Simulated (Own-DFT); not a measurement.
# Response to strain: 4H SiC, 72 atoms (C36Si36)

Calculated results; nothing here was measured. They come from Own-DFT, an in-house plane-wave density functional program, since retired, whose code no person has reviewed. Each row is one single-point run on a periodic cell that was not relaxed, without spin or spin-orbit coupling.

Settings of every run: PBE; PseudoDojo norm-conserving scalar-relativistic files; cutoff 42 hartree; 4 x 4 x 3 k mesh centred on Gamma; Fermi-Dirac smearing of 0.1 eV.

Known limits: forces on such cells passed a denser k mesh, each cell not checked; stress not checked against mesh or cutoff.

Unstrained cell vectors in Å: (9.248, 0.000, 0.000); (-4.624, 8.009, 0.000); (0.000, 0.000, 10.068). The unstrained cell has measured lattice constants (interpolated for alloys), not those of this functional. That, the random moves and any unrelaxed bonds set the pressure at no strain. Each run strains this cell uniformly, with the atoms carried along. Every atom was also moved at random, by a Gaussian of width 0.05 Å on each axis. Strain is the symmetric tensor, in per cent. Stress is positive in tension, and the pressure is minus a third of its trace.

| run | e_xx (%) | e_yy (%) | e_zz (%) | e_yz (%) | e_xz (%) | e_xy (%) | s_xx (GPa) | s_yy (GPa) | s_zz (GPa) | s_yz (GPa) | s_xz (GPa) | s_xy (GPa) | P (GPa) | E (meV/atom) |
|---|---|---|---|---|---|---|---|---|---|---|---|---|---|---|
| 1 | 0.49 | 0.02 | -0.15 | 0.47 | 1.07 | -1.78 | -0.85 | -3.33 | -9.33 | 1.19 | 3.13 | -7.87 | 4.50 | 8.5 |
| 2 | 1.63 | 0.79 | 1.19 | 0.01 | 1.60 | -0.98 | 5.31 | 1.96 | -0.67 | 0.31 | 5.01 | -3.59 | -2.20 | 3.1 |
| 3 | -0.65 | 1.45 | -0.21 | -1.92 | 1.85 | -0.79 | -7.15 | 1.94 | -6.51 | -5.99 | 6.44 | -2.70 | 3.90 | 14.3 |
| 4 | 1.07 | 0.12 | -1.32 | 1.75 | 1.02 | 0.46 | 0.61 | -3.02 | -15.35 | 5.29 | 3.47 | 3.55 | 5.92 | 17.6 |
| 5 | 0.82 | -1.61 | -0.72 | 1.24 | -2.00 | -0.80 | -4.69 | -13.16 | -8.25 | 3.69 | -6.16 | -3.85 | 8.70 | 18.6 |
| 6 | 0.61 | -1.59 | 1.61 | 1.84 | 1.97 | 0.88 | -2.17 | -14.03 | 3.08 | 6.87 | 7.11 | 2.96 | 4.37 | 28.2 |
| 7 | -0.03 | 0.35 | 0.72 | 0.32 | 0.98 | 1.59 | -4.22 | -2.39 | -1.93 | 1.70 | 2.19 | 6.93 | 2.85 | 0.0 |
| 8 | -0.97 | 0.55 | 1.94 | 1.59 | -0.31 | -1.43 | -8.24 | -1.68 | 4.25 | 5.19 | -1.31 | -6.16 | 1.89 | 4.5 |
| 9 | -0.41 | 1.14 | -1.54 | -1.40 | -1.62 | -1.97 | -7.54 | -0.68 | -14.90 | -4.77 | -6.19 | -9.73 | 7.70 | 28.3 |
| 10 | -1.93 | -0.69 | 0.99 | 1.63 | -0.73 | -1.68 | -18.06 | -11.02 | 0.02 | 6.28 | -2.37 | -8.01 | 9.69 | 22.3 |
| 11 | -1.69 | -1.84 | -0.88 | 1.36 | 1.73 | -0.02 | -17.92 | -17.62 | -13.66 | 4.19 | 6.40 | 0.84 | 16.40 | 36.5 |
| 12 | -0.33 | 0.76 | 0.24 | -1.69 | 0.18 | 0.03 | -5.62 | -0.60 | -5.90 | -6.38 | 0.10 | 0.01 | 4.04 | 13.0 |
| 13 | -0.30 | 0.24 | -0.22 | 1.94 | 0.27 | 0.35 | -6.24 | -3.35 | -8.69 | 6.83 | 0.68 | 0.77 | 6.09 | 15.3 |
| 14 | -1.35 | 0.03 | -0.35 | -1.31 | 1.73 | -1.64 | -13.59 | -8.14 | -9.85 | -3.64 | 7.42 | -8.79 | 10.53 | 49.4 |
| 15 | 1.50 | 1.06 | 1.32 | 1.95 | 0.38 | -0.07 | 4.94 | 2.01 | 0.49 | 5.99 | 1.17 | 0.55 | -2.48 | 22.0 |
| 16 | -0.99 | -1.28 | -1.11 | 1.02 | 0.61 | 1.01 | -11.58 | -13.37 | -15.02 | 3.54 | 2.64 | 4.25 | 13.32 | 17.0 |
| 17 | 0.10 | 0.67 | -1.85 | 0.62 | -1.81 | -1.73 | ? | ? | ? | ? | ? | ? | ? | ? |

E is the free energy for each atom above the lowest run shown.

## Worked fit

Each stress component was fitted by least squares to a constant and the strains of the runs shown, as fractions, with shears doubled. Shear strains stay in the fit of a normal stress only where such slopes are resolved. The slopes, in GPa:

| stress | at no strain | per e_xx | per e_yy | per e_zz | scatter |
|---|---|---|---|---|---|
| s_xx | -5.2 | 573 ± 25 | 132 ± 26 | 56 ± 25 | 1.03 |
| s_yy | -5.1 | 122 ± 22 | 561 ± 23 | 28 ± 22 | 0.90 |
| s_zz | -6.9 | 8 ± 34 | 2 ± 35 | 593 ± 34 | 1.40 |

Each shear stress against twice its own strain: yz 164 ± 7, xz 179 ± 7, xy 222 ± 12 GPa. These are stiffnesses along x, y and z of the frame in which the cell vectors are given, which need not be the crystal's axes. The atoms are held to the strained lattice; where symmetry lets them move under strain, relaxing them would lower some slopes. The table should be nearly symmetric about its diagonal, and what it lacks of that shows the noise. A ninth of its sum, 231 ± 5 GPa, estimates the bulk modulus near the mean pressure of these runs, 6.0 GPa, so it lies above the value at zero pressure.

## Withheld run

Question: what normal stresses and pressure should run 17 give?

The fit gives s_xx = -4.8, s_yy = -1.7, s_zz = -17.9 and P = 8.1 GPa. The calculation gave -4.59, -1.97, -18.04 and P = 8.20 GPa.
